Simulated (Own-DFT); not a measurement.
# What random displacements cost in 4H SiC, 128 atoms (C64Si64)

These are calculations, not measurements. The program, named Own-DFT, is a retired in-house plane-wave density functional code that no person has reviewed. Each row is one single-point run on a periodic cell that was not relaxed, without spin or spin-orbit coupling.

Settings of every run: PBE; PseudoDojo norm-conserving scalar-relativistic files; cutoff 42 hartree; 3 x 3 x 3 k mesh centred on Gamma; Fermi-Dirac smearing of 0.1 eV.

Known limits, some of them of some rows only: some atoms lie very close together; forces on such cells passed a denser k mesh, each cell not checked; stress not checked against mesh or cutoff.

Cell vectors in Å: (12.331, 0.000, 0.000); (-6.165, 10.679, 0.000); (0.000, 0.000, 10.068). In each run every atom was moved at random and independently from its ideal site; u is the rms move along one axis. E is the free energy for each atom above the fitted value at u = 0, and F the rms of the force components.

```
run,u (Å),E (meV/atom),F (eV/Å),largest force (eV/Å),P (GPa)
1,0.0291,31.8,0.816,3.12,3.65
2,0.0301,34.8,0.869,3.20,3.71
3,0.0305,35.6,0.870,3.27,3.75
4,0.0591,126.5,1.682,7.22,5.94
5,0.0633,150.3,1.870,6.72,6.73
6,0.0995,?,?,?,?
7,0.1023,403.8,3.448,15.15,13.08
8,0.1077,447.8,3.576,20.94,14.08
```

## Worked fit

For small independent moves the energy grows as E = (3/2) K u², with K the mean stiffness felt by one atom. The runs with u up to 0.11 Å give K = 25.3 ± 0.4 eV/Å², with residuals divided by u² + 0.0006 Å², since the noise grows with the moves. The scatter is 2.5 meV/atom at u = 0.05 Å. The forces follow F = G u with G = 30.1 eV/Å²; no force at u = 0 is resolved. G exceeds K because the moves of its neighbours add to the force on an atom, and stiffness differs between atoms. The pressure follows P = 2.78 + 976 u² GPa: at fixed volume, shortened bonds push harder than stretched ones pull.

## Withheld run

Question: what energy and rms force should run 6 give?

The fit gives 375 ± 10 meV/atom and about 2.99 eV/Å. The calculation gave 392.7 meV/atom and 3.494 eV/Å.
